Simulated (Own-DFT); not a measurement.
# What a defect does to the pressure of its cell: C11b WSi2

No measurement is shown. These are fixed-geometry runs of a retired plane-wave code named Own-DFT, which no person has reviewed; spin and spin-orbit coupling are neglected.

Method: PBE; PseudoDojo norm-conserving scalar-relativistic files; cutoff 50 hartree; 5 x 5 x 5 k mesh centred on Gamma; cold (Marzari-Vanderbilt) smearing of 0.2 eV.

Known weak points: forces on such cells failed a check on a denser k mesh; stress not checked against mesh or cutoff.

All runs share one cell, with vectors in Å (-2.148, -5.953, 3.409); (-6.444, 2.976, 1.136); (-2.553, -2.948, -6.757) and a volume of 403.2 Å³. u is the rms random offset of the atoms per axis. The defect's site can differ from row to row.

```
cell,formula,u (Å),P (GPa)
no defect,Si20W10,0.0204,4.39
no defect,Si20W10,0.0484,5.70
no defect,Si20W10,0.0489,5.62
one Si vacancy,Si19W10,0.0287,3.29
one Si vacancy,Si19W10,0.0327,3.28
one Si vacancy,Si19W10,0.0565,4.25
one Si vacancy,Si19W10,0.0592,?
one W on a Si site,Si19W11,0.0296,9.94
one W on a Si site,Si19W11,0.0525,11.36
one W on a Si site,Si19W11,0.0545,11.68
one Si on a W site,Si21W9,0.0269,6.47
one Si on a W site,Si21W9,0.0472,7.16
one Si on a W site,Si21W9,0.0486,7.26
```

## What the rows give

P = P0 + c u² + a shift for each defect gives P0 = 4.23 GPa, c = 586 ± 60 GPa/Å² and a scatter of 0.19 GPa. The shifts, and each times the cell's volume:

- one W on a Si site: 5.47 ± 0.16 GPa, 13.8 eV
- one Si on a W site: 1.70 ± 0.16 GPa, 4.3 eV
- one Si vacancy: -1.62 ± 0.16 GPa, -4.1 eV

Positive is outwards. The product with the volume (160.2 GPa Å³ to the eV) is nearly free of the cell's size; divided by the bulk modulus at the cell's pressure it gives the volume that the defect adds. The atoms around the defects weren't relaxed, which would change these numbers.

## Check

The question: what pressure belongs in the blank (one Si vacancy, u = 0.0592 Å)?

The fitted form gives 4.67 ± 0.25 GPa. Computed: 4.89 GPa.
